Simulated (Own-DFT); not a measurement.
# PBE and PBEsol under strain: C11b WSi2, 30 atoms (Si20W10)

Calculated, not measured: single-point runs of Own-DFT, a retired in-house plane-wave DFT program that no person has reviewed, on unrelaxed cells, without spin or spin-orbit coupling.

Caveats: forces on such cells failed a check on a denser k mesh; stress not checked against mesh or cutoff.

Each geometry was run with PBE and with PBEsol, otherwise alike: PseudoDojo norm-conserving scalar-relativistic files made for PBE; cutoff 50 hartree; 5 x 5 x 5 k mesh centred on Gamma; cold (Marzari-Vanderbilt) smearing of 0.2 eV. Unstrained cell vectors in Å: (-2.148, -5.953, 3.409); (-6.444, 2.976, 1.136); (-2.553, -2.948, -6.757). Each has a uniform strain, of which the change of volume is shown, and random moves of rms u per axis.

```
run  volume change (%)   u (Å)  P with PBE (GPa)  P with PBEsol (GPa)
  1              -1.24  0.0522              9.28                 5.11
  2              -2.27  0.0515             12.33                 8.12
  3               0.58  0.0527              5.13                 1.08
  4               2.31  0.0510              1.58                -2.41
  5              -0.48  0.0430              5.84                 1.71
  6               0.16  0.0600              6.89                 2.78
  7               0.59  0.0487              5.49                 1.41
  8              -0.38  0.0496              7.59                 3.46
  9              -0.28  0.0542              6.44                 2.35
 10               0.75  0.0459              4.05                 0.00
 11              -0.47  0.0543              6.89                    ?
```

Asked: by how much does PBEsol shrink this cell, and what belongs in the blank?

## Answer

Write v for the change of volume as a fraction. Fitted to v and u², the PBE pressure has a slope of -226 ± 18 GPa in v, with the ions held to the strained lattice. The difference PBEsol less PBE is -4.10 + 5.0 v GPa (slope ± 0.4) and averages -4.10 GPa. Divided by the mean slope of the two, 224 GPa, that makes PBEsol's volume at a given pressure, near 4 GPa, about 1.8 % smaller, or 0.61 % in lengths. At one volume PBEsol's slope is the smaller by 5 GPa, but its pressure there is lower too. If stiffness rises by about 4 GPa for each GPa, PBEsol at equal pressure is stiffer by about 11 GPa. Files made for PBEsol would give a different shift.

For run 11 the line gives 2.77 GPa. The run itself gave 2.77 GPa.
